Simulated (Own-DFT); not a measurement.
# One host, several defects: C11b WSi2

Source: density functional calculations with Own-DFT, an unreviewed in-house program that is no longer used. Nothing was measured or relaxed, and spin and spin-orbit coupling are left out.

Common settings: PBE; PseudoDojo norm-conserving scalar-relativistic files; cutoff 50 hartree; 5 x 5 x 5 k mesh centred on Gamma; cold (Marzari-Vanderbilt) smearing of 0.2 eV.

Limits: forces on such cells failed a check on a denser k mesh; stress not checked against mesh or cutoff.

All runs share one cell, with vectors in Å (-2.148, -5.953, 3.409); (-6.444, 2.976, 1.136); (-2.553, -2.948, -6.757) and a volume of 403.2 Å³. Atoms were moved at random from their sites; u is the rms move along one axis. The defect's site can differ from row to row.

```
cell,formula,u (Å),P (GPa)
no defect,Si20W10,0.0177,4.42
no defect,Si20W10,0.0202,4.63
no defect,Si20W10,0.0441,5.67
one Si on a W site,Si21W9,0.0299,6.19
one Si on a W site,Si21W9,0.0304,6.16
one Si on a W site,Si21W9,0.0471,7.03
one W vacancy,Si20W9,0.0279,?
one W vacancy,Si20W9,0.0288,3.63
one W vacancy,Si20W9,0.0510,4.45
one W vacancy,Si20W9,0.0541,5.22
one Si vacancy,Si19W10,0.0283,3.28
one Si vacancy,Si19W10,0.0453,3.22
one Si vacancy,Si19W10,0.0471,3.97
one W on a Si site,Si19W11,0.0282,9.68
one W on a Si site,Si19W11,0.0512,11.05
one W on a Si site,Si19W11,0.0553,11.45
```

## Fit

P = P0 + c u² + a shift for each defect gives P0 = 4.32 GPa, c = 659 ± 86 GPa/Å² and a scatter of 0.27 GPa. The shifts, and each times the cell's volume:

- one W on a Si site: 4.98 ± 0.24 GPa, 12.5 eV
- one Si on a W site: 1.25 ± 0.22 GPa, 3.2 eV
- one W vacancy: -1.28 ± 0.24 GPa, -3.2 eV
- one Si vacancy: -1.94 ± 0.23 GPa, -4.9 eV

Against the defect-free cell, a freed cell would be larger where the shift is positive and smaller where it is negative (160.2 GPa Å³ is 1 eV). The atoms around the defects weren't relaxed, which would change these numbers.

## Prediction

Question: what pressure belongs in the blank (one W vacancy, u = 0.0279 Å)?

From the fit: 3.55 ± 0.33 GPa. Computed: 3.50 GPa.
